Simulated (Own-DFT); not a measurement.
# What a defect does to the pressure of its cell: C40 NbSi2

Source: density functional calculations with Own-DFT, an unreviewed in-house program that is no longer used. Nothing was measured or relaxed, and spin and spin-orbit coupling are left out.

Method: PBEsol; PseudoDojo norm-conserving scalar-relativistic files, made for PBE; cutoff 42 hartree; 4 x 4 x 5 k mesh centred on Gamma; cold (Marzari-Vanderbilt) smearing of 0.2 eV.

Limits: forces on such cells failed a check on a denser k mesh; stress not checked against mesh or cutoff.

All runs share one cell, with vectors in Å (0.000, 8.324, 0.000); (-9.613, 0.000, 0.000); (0.000, 0.000, 6.586) and a volume of 527.0 Å³. u is the rms random offset of the atoms per axis. The defect's site can differ from row to row.

| cell | formula | u (Å) | P (GPa) |
|---|---|---|---|
| no defect | Nb12Si24 | 0.0206 | -2.15 |
| no defect | Nb12Si24 | 0.0469 | -1.08 |
| no defect | Nb12Si24 | 0.0508 | -1.00 |
| two Nb vacancies | Nb10Si24 | 0.0312 | -3.16 |
| two Nb vacancies | Nb10Si24 | 0.0489 | -2.26 |
| two Nb vacancies | Nb10Si24 | 0.0565 | -2.14 |
| two Nb on a Si site each | Nb14Si22 | 0.0291 | 3.38 |
| two Nb on a Si site each | Nb14Si22 | 0.0296 | 3.55 |
| two Nb on a Si site each | Nb14Si22 | 0.0494 | 4.25 |
| two Nb on a Si site each | Nb14Si22 | 0.0573 | ? |
| two Si on a Nb site each | Nb10Si26 | 0.0267 | -1.94 |
| two Si on a Nb site each | Nb10Si26 | 0.0489 | -0.96 |
| two Si on a Nb site each | Nb10Si26 | 0.0548 | -0.61 |
| one Si vacancy | Nb12Si23 | 0.0275 | -2.67 |
| one Si vacancy | Nb12Si23 | 0.0288 | -2.64 |
| one Si vacancy | Nb12Si23 | 0.0491 | -1.76 |

## Worked fit

P = P0 + c u² + a shift for each defect gives P0 = -2.34 GPa, c = 536 ± 28 GPa/Å² and a scatter of 0.09 GPa. The shifts, and each times the cell's volume:

- two Nb on a Si site each: 5.32 ± 0.08 GPa, 17.5 eV (8.8 eV for each of its 2 sites)
- two Si on a Nb site each: 0.08 ± 0.08 GPa, 0.3 eV (0.1 eV for each of its 2 sites) (not resolved)
- one Si vacancy: -0.73 ± 0.08 GPa, -2.4 eV
- two Nb vacancies: -1.35 ± 0.08 GPa, -4.4 eV (-2.2 eV for each of its 2 sites)

Positive is outwards. The product with the volume (160.2 GPa Å³ to the eV) is nearly free of the cell's size; divided by the bulk modulus at the cell's pressure it gives the volume that the defect adds. The atoms around the defects weren't relaxed, which would change these numbers.

## Prediction

Asked: what pressure belongs in the blank (two Nb on a Si site each, u = 0.0573 Å)?

The fit gives 4.74 ± 0.12 GPa. The run itself gave 4.88 GPa.
